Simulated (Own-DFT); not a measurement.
AlGa3N4 (wurtzite random alloy, strained, atoms displaced) (calculated)

Computed with Own-DFT development build. A calculation, not a measurement: plane-wave PBE density functional theory by an unreviewed code, no spin, of a simulated periodic cell, stress positive in tension, free energy of the whole cell less one offset for each atom, forces on such cells passed a denser k mesh, this cell's mesh not checked; offsets are fitted by least squares, one for each functional and potential file, so energies compare only between cells with the same atoms and settings and are not formation energies; the far tail of each file's local potential was reset to the Coulomb form; each entry is a single point on an unrelaxed cell, so the pressure reflects the starting lattice, mostly measured values, from which strain is counted, and rises with the displacements; printed positions are rounded, which can move forces by about a meV/angstrom; the program is a retired in-house code; no spin-orbit coupling.

Common to all runs: functional PBE; potential files PseudoDojo norm-conserving, scalar-relativistic, standard set with the stringent files for Ga; wave cutoff 96 hartree; occupations Gaussian; smearing width 0.01 eV; k mesh 4 x 4 x 3 centred on Gamma.

```json
{"entry": 1, "formula": "AlGa3N4", "kind": "wurtzite random alloy, strained, atoms displaced", "structure": {"cell_angstrom": [[9.4855, 0.0, 0.0], [-4.7427, 8.2147, 0.0], [0.0, 0.0, 10.2685]], "atoms_fractional": [["Ga", 0.10605, 0.21049, 0.0049], ["Ga", 0.22955, 0.12395, 0.25345], ["N", 0.11732, 0.23378, 0.1905], ["N", 0.22498, 0.11817, 0.44086], ["Ga", 0.10913, 0.22067, 0.50031], ["Ga", 0.23351, 0.11381, 0.74266], ["N", 0.12024, 0.23641, 0.69395], ["N", 0.2064, 0.09466, 0.93897], ["Ga", 0.11597, 0.56692, 0.99678], ["Ga", 0.22086, 0.43971, 0.25438], ["N", 0.11255, 0.55686, 0.18499], ["N", 0.22443, 0.45701, 0.44898], ["Al", 0.10558, 0.56838, 0.50194], ["Ga", 0.22248, 0.4436, 0.74529], ["N", 0.11252, 0.55777, 0.68413], ["N", 0.2142, 0.43925, 0.94135], ["Al", 0.10821, 0.89548, 0.00963], ["Ga", 0.22641, 0.78748, 0.24201], ["N", 0.11769, 0.88653, 0.19254], ["N", 0.23169, 0.77473, 0.4407], ["Ga", 0.12006, 0.8919, 0.49884], ["Al", 0.21534, 0.77845, 0.7506], ["N", 0.10688, 0.89025, 0.68162], ["N", 0.21776, 0.77952, 0.93928], ["Ga", 0.44158, 0.22023, 0.99804], ["Ga", 0.55331, 0.11069, 0.24087], ["N", 0.44352, 0.22736, 0.18638], ["N", 0.55886, 0.12092, 0.42886], ["Ga", 0.44658, 0.22595, 0.4976], ["Al", 0.5458, 0.10191, 0.75472], ["N", 0.43954, 0.21924, 0.68972], ["N", 0.55001, 0.11212, 0.93385], ["Al", 0.4527, 0.55415, 0.00588], ["Ga", 0.55799, 0.44579, 0.2515], ["N", 0.43844, 0.55166, 0.19465], ["N", 0.55727, 0.44854, 0.44178], ["Ga", 0.44632, 0.56297, 0.49733], ["Ga", 0.55246, 0.44543, 0.75253], ["N", 0.44318, 0.55382, 0.69002], ["N", 0.5544, 0.45725, 0.94047], ["Al", 0.44888, 0.88965, 0.00519], ["Ga", 0.56166, 0.77006, 0.25545], ["N", 0.43453, 0.88079, 0.1889], ["N", 0.54768, 0.77216, 0.44435], ["Ga", 0.45938, 0.88636, 0.503], ["Ga", 0.55758, 0.77661, 0.74508], ["N", 0.44356, 0.88301, 0.69298], ["N", 0.5541, 0.77506, 0.93641], ["Ga", 0.77622, 0.22204, 0.99735], ["Ga", 0.89169, 0.10233, 0.25084], ["N", 0.78015, 0.22295, 0.18228], ["N", 0.89343, 0.10777, 0.43239], ["Ga", 0.78046, 0.21957, 0.49957], ["Ga", 0.8932, 0.11909, 0.74712], ["N", 0.77993, 0.22521, 0.69702], ["N", 0.89057, 0.11506, 0.94458], ["Ga", 0.77909, 0.55682, 0.00481], ["Ga", 0.88117, 0.43719, 0.24632], ["N", 0.7825, 0.55462, 0.19125], ["N", 0.89768, 0.43282, 0.4433], ["Ga", 0.77704, 0.55135, 0.4997], ["Al", 0.89695, 0.45576, 0.75442], ["N", 0.78467, 0.5621, 0.68714], ["N", 0.88635, 0.43305, 0.94011], ["Ga", 0.78117, 0.89476, 0.99642], ["Al", 0.88132, 0.77324, 0.2478], ["N", 0.77058, 0.8862, 0.19123], ["N", 0.89161, 0.78947, 0.43673], ["Al", 0.7778, 0.8902, 0.4967], ["Ga", 0.88557, 0.7773, 0.74624], ["N", 0.78035, 0.88805, 0.69694], ["N", 0.89134, 0.78031, 0.93902]]}, "results": {"free_energy_of_cell_above_offsets [eV]": "-9.147", "pressure [GPa]": 7.83, "stress_xx [GPa]": -7.93, "stress_yy [GPa]": -9.3, "stress_zz [GPa]": -6.27, "stress_yz [GPa]": 0.04, "stress_xz [GPa]": 0.77, "stress_xy [GPa]": 0.3, "force_element": ["Ga", "Ga", "N", "N", "Ga", "Ga", "N", "N", "Ga", "Ga", "N", "N", "Al", "Ga", "N", "N", "Al", "Ga", "N", "N", "Ga", "Al", "N", "N", "Ga", "Ga", "N", "N", "Ga", "Al", "N", "N", "Al", "Ga", "N", "N", "Ga", "Ga", "N", "N", "Al", "Ga", "N", "N", "Ga", "Ga", "N", "N", "Ga", "Ga", "N", "N", "Ga", "Ga", "N", "N", "Ga", "Ga", "N", "N", "Ga", "Al", "N", "N", "Ga", "Al", "N", "N", "Al", "Ga", "N", "N"], "force_x [eV/angstrom]": [-0.142, -0.384, 0.033, 0.394, 0.046, -3.372, 0.162, 1.267, 0.494, -1.602, -0.415, -0.683, 2.132, -0.474, -1.257, 1.784, 0.887, 0.495, -4.029, -1.023, -0.14, 0.643, 1.229, 0.158, -0.977, 0.527, 0.636, 0.671, 0.252, 0.98, 3.05, 0.469, -3.558, -0.162, 1.433, 0.051, -0.116, 0.695, 0.508, 1.758, -0.598, -2.543, 2.917, 3.637, -3.744, -0.112, -1.358, -0.503, 0.042, -0.836, -0.11, -0.947, -0.345, 0.631, -1.649, -0.232, 0.489, 2.264, -1.362, -1.739, 0.827, -0.016, 0.02, -0.99, -0.605, 1.331, 2.062, 0.048, 0.34, 0.951, -0.848, 0.561], "force_y [eV/angstrom]": [2.179, -1.341, -2.805, -0.405, 1.696, -1.247, -3.537, 1.745, -2.106, 2.314, -0.079, -1.135, -1.33, 2.157, 0.923, 0.635, -2.107, -3.192, 1.599, 1.145, -0.306, -0.189, -0.172, 2.158, 0.431, -0.212, -0.087, -1.168, -0.147, 0.871, 0.891, -1.181, 0.905, 0.043, 0.365, 0.002, -2.44, 0.254, 0.43, -1.919, -0.674, 0.188, 1.515, 1.814, 1.891, -0.424, 1.117, 0.06, -0.71, 1.629, -1.299, -0.878, -0.549, -0.493, 0.225, -0.703, -0.18, 0.623, 1.016, 2.006, 0.697, -1.212, -1.681, 2.69, -0.955, 0.826, -0.486, -1.254, -0.156, 0.487, 1.243, -0.015], "force_z [eV/angstrom]": [-0.899, -0.136, 0.058, -0.257, 0.716, 1.504, -1.468, -0.433, 0.64, 0.937, 0.842, -0.907, -0.105, 1.857, 0.964, -0.029, -0.896, 2.259, -0.763, -0.454, -1.016, -0.079, 1.266, -0.584, -0.295, 0.387, -0.176, 1.104, 0.421, -1.216, -0.36, 0.89, -0.239, 0.167, -1.172, -0.533, 1.475, -0.357, -0.714, 0.006, -1.271, -0.331, -1.062, -1.327, 0.295, 1.372, -0.048, 1.336, -0.051, -1.005, 0.887, 1.655, 0.791, 1.108, -0.669, -0.979, -1.205, 0.854, 0.285, -1.082, -0.208, -0.432, 0.59, -1.18, -0.162, 0.639, -0.625, -0.693, 1.039, 0.929, -2.58, 0.724]}}
{"entry": 2, "formula": "AlGa3N4", "kind": "wurtzite random alloy, strained, atoms displaced", "structure": {"cell_angstrom": [[9.4855, 0.0, 0.0], [-4.7427, 8.2147, 0.0], [0.0, 0.0, 10.2685]], "atoms_fractional": [["Ga", 0.11415, 0.21712, 0.00557], ["Ga", 0.21366, 0.10524, 0.24674], ["N", 0.116, 0.2254, 0.19246], ["N", 0.22127, 0.10686, 0.44125], ["Ga", 0.11509, 0.23104, 0.50262], ["Al", 0.2278, 0.11106, 0.74604], ["N", 0.11352, 0.21991, 0.69303], ["N", 0.22897, 0.12209, 0.93922], ["Ga", 0.10203, 0.55827, 0.99737], ["Ga", 0.22398, 0.44116, 0.25184], ["N", 0.12192, 0.55247, 0.19174], ["N", 0.23389, 0.44022, 0.44059], ["Al", 0.11892, 0.55561, 0.49849], ["Al", 0.2243, 0.44788, 0.7459], ["N", 0.12041, 0.56499, 0.69401], ["N", 0.21285, 0.44019, 0.93585], ["Al", 0.10539, 0.88827, 0.00628], ["Ga", 0.22506, 0.77968, 0.23932], ["N", 0.11648, 0.89418, 0.1873], ["N", 0.23329, 0.78306, 0.44473], ["Ga", 0.11002, 0.88741, 0.50261], ["Al", 0.2163, 0.77735, 0.74925], ["N", 0.10617, 0.88608, 0.69064], ["N", 0.22357, 0.77399, 0.933], ["Ga", 0.43856, 0.22966, 0.0022], ["Ga", 0.55048, 0.10469, 0.25152], ["N", 0.43549, 0.20811, 0.18414], ["N", 0.55333, 0.10552, 0.44285], ["Ga", 0.44407, 0.22292, 0.50204], ["Al", 0.56485, 0.11803, 0.74821], ["N", 0.45417, 0.22623, 0.69514], ["N", 0.56163, 0.11403, 0.93717], ["Ga", 0.43899, 0.55132, 0.99262], ["Ga", 0.5506, 0.45025, 0.24578], ["N", 0.45215, 0.56065, 0.1907], ["N", 0.5617, 0.4471, 0.43399], ["Al", 0.44355, 0.56, 0.49846], ["Ga", 0.55817, 0.44047, 0.75065], ["N", 0.44078, 0.55574, 0.69262], ["N", 0.55188, 0.43787, 0.93522], ["Ga", 0.44579, 0.89204, 0.99107], ["Ga", 0.56554, 0.78532, 0.25621], ["N", 0.44897, 0.88706, 0.1853], ["N", 0.54574, 0.77038, 0.43904], ["Ga", 0.44834, 0.90204, 0.50258], ["Ga", 0.55574, 0.77779, 0.74984], ["N", 0.43963, 0.88863, 0.68882], ["N", 0.5614, 0.77902, 0.93645], ["Ga", 0.78144, 0.23239, 0.00716], ["Ga", 0.88287, 0.09492, 0.24664], ["N", 0.77488, 0.22807, 0.19172], ["N", 0.88972, 0.11688, 0.42803], ["Ga", 0.78294, 0.22658, 0.49712], ["Ga", 0.87804, 0.10327, 0.75197], ["N", 0.76872, 0.22455, 0.69363], ["N", 0.89226, 0.11394, 0.93734], ["Ga", 0.77963, 0.54989, 0.00094], ["Ga", 0.88925, 0.44681, 0.2458], ["N", 0.77157, 0.54674, 0.19153], ["N", 0.88809, 0.4452, 0.43992], ["Al", 0.77682, 0.54749, 0.50847], ["Ga", 0.89692, 0.44599, 0.7468], ["N", 0.7781, 0.54819, 0.69502], ["N", 0.88883, 0.44184, 0.94136], ["Ga", 0.78264, 0.89337, 0.99212], ["Al", 0.89323, 0.78195, 0.24252], ["N", 0.77453, 0.88597, 0.18734], ["N", 0.90063, 0.78749, 0.43621], ["Ga", 0.77098, 0.8818, 0.50261], ["Ga", 0.89262, 0.77849, 0.74644], ["N", 0.77197, 0.88079, 0.69128], ["N", 0.88591, 0.77503, 0.93523]]}, "results": {"free_energy_of_cell_above_offsets [eV]": "-9.755", "pressure [GPa]": 7.69, "stress_xx [GPa]": -7.61, "stress_yy [GPa]": -9.14, "stress_zz [GPa]": -6.31, "stress_yz [GPa]": 0.54, "stress_xz [GPa]": -0.32, "stress_xy [GPa]": -0.87, "force_element": ["Ga", "Ga", "N", "N", "Ga", "Al", "N", "N", "Ga", "Ga", "N", "N", "Al", "Al", "N", "N", "Al", "Ga", "N", "N", "Ga", "Al", "N", "N", "Ga", "Ga", "N", "N", "Ga", "Al", "N", "N", "Ga", "Ga", "N", "N", "Al", "Ga", "N", "N", "Ga", "Ga", "N", "N", "Ga", "Ga", "N", "N", "Ga", "Ga", "N", "N", "Ga", "Ga", "N", "N", "Ga", "Ga", "N", "N", "Al", "Ga", "N", "N", "Ga", "Al", "N", "N", "Ga", "Ga", "N", "N"], "force_x [eV/angstrom]": [-1.317, 1.235, -0.946, -0.239, 0.209, -0.419, -0.337, -0.422, 2.506, 0.956, -2.174, -1.889, -0.466, -0.091, 0.207, 0.328, 0.992, 0.951, -1.371, -1.364, 1.031, 0.949, 1.558, -1.894, 2.228, -0.054, -0.232, 0.202, 0.06, -1.77, -0.978, -0.625, -0.141, 1.514, -1.72, -0.477, 1.607, -1.029, 0.49, 0.343, 0.655, -1.462, -0.178, 0.61, 0.591, -1.175, -0.13, -0.598, 0.042, -0.517, 0.994, 0.434, -0.476, 0.781, 2.426, -0.26, -1.511, 0.861, 0.273, 1.037, -0.324, 0.004, -0.1, -0.487, -0.664, -0.225, 1.996, -1.566, 0.522, -0.788, 0.433, 1.39], "force_y [eV/angstrom]": [1.308, 1.473, -1.074, 0.762, -2.411, 0.249, 0.467, -3.214, -0.338, 0.612, 0.643, 1.805, 0.625, -0.85, -1.135, 0.325, 0.524, -0.317, -2.178, -1.785, 0.21, 0.89, 1.206, 1.234, -1.363, 0.643, 1.439, 2.716, 0.278, -1.76, -1.917, 0.451, 0.585, -2.109, 0.325, 0.603, -0.826, 0.97, -0.548, 1.706, 0.014, -1.258, -0.035, 0.88, -2.56, -0.337, 0.952, -0.326, -2.153, 3.058, -1.262, -0.863, -0.675, 1.14, 0.006, 0.209, 0.368, -0.049, 2.51, 1.365, 1.019, -0.256, 1.141, 0.662, -0.52, -1.135, -0.916, -2.259, 0.794, -0.853, 0.771, 0.347], "force_z [eV/angstrom]": [-0.948, 1.653, -0.414, -0.232, 0.135, 0.766, -0.164, -1.337, 0.59, 0.0, -0.657, 0.136, -0.023, 1.166, -1.674, -0.383, -2.226, 1.829, -0.91, -1.161, -0.293, -0.099, 0.433, 0.51, -0.176, -0.182, 1.263, -1.055, -0.322, 1.319, -0.867, -0.737, 0.636, 0.772, -1.135, 1.705, 0.901, 0.046, -1.48, 0.687, 0.642, -0.907, -0.204, 0.81, 0.76, 0.101, 1.139, 0.225, -0.551, -0.11, 0.203, 2.139, 0.259, -0.385, -1.353, 0.814, -0.161, 1.266, -0.719, 0.554, -1.375, 0.812, -1.505, -1.092, 0.663, 1.266, -0.874, -0.705, -0.76, 0.592, -0.691, 1.077]}}
{"entry": 3, "formula": "AlGa3N4", "kind": "wurtzite random alloy, strained, atoms displaced", "structure": {"cell_angstrom": [[9.4855, 0.0, 0.0], [-4.7427, 8.2147, 0.0], [0.0, 0.0, 10.2685]], "atoms_fractional": [["Ga", 0.11465, 0.22568, 0.00578], ["Ga", 0.21765, 0.10678, 0.25142], ["N", 0.1229, 0.21446, 0.19979], ["N", 0.22889, 0.11834, 0.43971], ["Ga", 0.10136, 0.21695, 0.49417], ["Ga", 0.21982, 0.11652, 0.74938], ["N", 0.12403, 0.23354, 0.68766], ["N", 0.21932, 0.10028, 0.93751], ["Ga", 0.12042, 0.55122, 0.99978], ["Ga", 0.2225, 0.45107, 0.25307], ["N", 0.11194, 0.55606, 0.19378], ["N", 0.22647, 0.44193, 0.43761], ["Al", 0.11907, 0.55956, 0.49792], ["Ga", 0.21694, 0.44831, 0.75302], ["N", 0.10736, 0.55464, 0.6892], ["N", 0.21421, 0.44165, 0.93686], ["Ga", 0.11969, 0.89614, 0.99812], ["Ga", 0.22471, 0.77938, 0.25465], ["N", 0.10134, 0.88282, 0.18464], ["N", 0.21085, 0.77185, 0.43203], ["Ga", 0.11437, 0.88396, 0.5], ["Ga", 0.21414, 0.77115, 0.75252], ["N", 0.10976, 0.88409, 0.68547], ["N", 0.21343, 0.76621, 0.94301], ["Al", 0.4523, 0.23014, 0.00175], ["Ga", 0.54664, 0.09639, 0.25237], ["N", 0.44611, 0.219, 0.19097], ["N", 0.56164, 0.11811, 0.44276], ["Ga", 0.44693, 0.20712, 0.50161], ["Al", 0.55216, 0.11047, 0.75284], ["N", 0.44495, 0.21515, 0.68757], ["N", 0.56281, 0.12414, 0.93393], ["Ga", 0.4498, 0.55888, 0.99923], ["Ga", 0.54981, 0.43376, 0.26277], ["N", 0.44411, 0.55819, 0.18947], ["N", 0.55173, 0.43695, 0.44341], ["Al", 0.44559, 0.55165, 0.49744], ["Ga", 0.57192, 0.44856, 0.75294], ["N", 0.45036, 0.55341, 0.69269], ["N", 0.55759, 0.43471, 0.9369], ["Ga", 0.45064, 0.88614, 0.00799], ["Ga", 0.54284, 0.77557, 0.25637], ["N", 0.43994, 0.88572, 0.18333], ["N", 0.55682, 0.77479, 0.44492], ["Al", 0.44064, 0.88832, 0.50708], ["Ga", 0.55436, 0.77826, 0.75055], ["N", 0.45115, 0.89172, 0.6973], ["N", 0.55715, 0.77489, 0.92887], ["Ga", 0.77262, 0.21423, 0.00986], ["Al", 0.8898, 0.09937, 0.25085], ["N", 0.77237, 0.21721, 0.19125], ["N", 0.89157, 0.12082, 0.43856], ["Ga", 0.78044, 0.22505, 0.50977], ["Ga", 0.89531, 0.12121, 0.74883], ["N", 0.7801, 0.21552, 0.68701], ["N", 0.88388, 0.10738, 0.94224], ["Al", 0.77165, 0.54787, 0.99162], ["Ga", 0.88946, 0.45331, 0.25158], ["N", 0.77059, 0.55553, 0.18619], ["N", 0.89691, 0.44806, 0.44581], ["Ga", 0.77058, 0.55278, 0.49868], ["Ga", 0.89356, 0.44906, 0.75306], ["N", 0.77136, 0.54595, 0.68104], ["N", 0.88656, 0.44889, 0.94436], ["Al", 0.78652, 0.90181, 0.00045], ["Ga", 0.89152, 0.77608, 0.25305], ["N", 0.78194, 0.89716, 0.18735], ["N", 0.88504, 0.77448, 0.43302], ["Ga", 0.77641, 0.88773, 0.50953], ["Al", 0.87672, 0.77905, 0.74684], ["N", 0.77222, 0.87944, 0.69181], ["N", 0.88778, 0.78129, 0.93824]]}, "results": {"free_energy_of_cell_above_offsets [eV]": "-8.544", "pressure [GPa]": 8.26, "stress_xx [GPa]": -8.15, "stress_yy [GPa]": -6.91, "stress_zz [GPa]": -9.72, "stress_yz [GPa]": 0.59, "stress_xz [GPa]": 0.0, "stress_xy [GPa]": 1.77, "force_element": ["Ga", "Ga", "N", "N", "Ga", "Ga", "N", "N", "Ga", "Ga", "N", "N", "Al", "Ga", "N", "N", "Ga", "Ga", "N", "N", "Ga", "Ga", "N", "N", "Al", "Ga", "N", "N", "Ga", "Al", "N", "N", "Ga", "Ga", "N", "N", "Al", "Ga", "N", "N", "Ga", "Ga", "N", "N", "Al", "Ga", "N", "N", "Ga", "Al", "N", "N", "Ga", "Ga", "N", "N", "Al", "Ga", "N", "N", "Ga", "Ga", "N", "N", "Al", "Ga", "N", "N", "Ga", "Al", "N", "N"], "force_x [eV/angstrom]": [0.226, 2.981, -4.666, -0.282, 2.102, 1.432, -1.628, 0.472, -3.202, 0.745, -0.158, -0.555, -0.46, 1.858, 0.661, 2.516, -0.836, -1.419, 1.812, 2.87, -1.923, 0.576, -1.489, 1.152, -0.313, 0.5, -0.316, 1.505, -2.572, 0.732, 0.25, -0.841, 0.207, 0.126, 0.275, -0.804, -0.03, -2.819, -0.807, -0.904, -0.873, 2.35, -0.047, -1.807, 0.664, 0.098, -1.722, 0.519, -0.044, -0.79, 1.311, -0.671, 0.11, 1.051, -1.91, 0.764, 0.286, -0.197, 0.128, -0.109, 1.209, -0.841, 1.672, 1.009, 0.209, -1.539, -0.649, 0.053, 0.484, 2.875, 0.056, -0.622], "force_y [eV/angstrom]": [-1.271, -1.404, 2.117, -1.612, 1.076, -0.905, -0.991, 3.778, 0.583, -1.368, 0.083, 1.499, -1.277, 0.296, 0.317, -0.683, -2.922, -0.263, 0.649, 0.329, 1.135, 1.133, 0.059, 1.61, -2.052, 2.328, -0.483, -3.284, 2.016, 0.122, 0.32, -1.502, -0.511, 0.915, -0.459, 0.265, -0.447, -1.866, -0.073, 1.141, 0.32, 0.272, -0.385, 0.017, 0.105, -1.011, 0.268, 0.998, 1.423, 2.388, -0.119, -2.226, 0.61, -1.246, 0.738, 1.284, 2.089, -1.296, -0.383, 0.328, 0.087, -1.028, 2.476, -0.788, -2.735, -0.404, -1.457, 0.615, 0.523, -1.006, 1.955, -0.814], "force_z [eV/angstrom]": [0.099, 0.749, -1.797, 0.163, 0.938, -0.107, -0.393, 0.03, 1.469, -0.22, -0.801, 1.186, 0.293, -0.937, -1.608, 0.431, 0.435, -2.287, 0.665, 2.284, -0.036, 0.641, 0.748, -0.435, 0.259, 0.222, -1.053, -0.761, 0.867, -0.119, 0.831, 0.73, -0.101, -1.886, -0.057, 0.6, 1.357, -0.586, -1.161, 0.73, -3.633, -0.342, 2.089, 0.12, 0.011, -0.857, -1.827, 3.072, -1.077, 0.458, 1.417, -0.864, -2.054, 0.811, 1.942, -0.627, 1.789, 0.144, -0.526, -0.466, -0.634, 0.262, 1.198, -0.489, 0.195, -1.568, -0.41, 1.936, -1.669, 1.156, -0.153, -0.787]}}
```
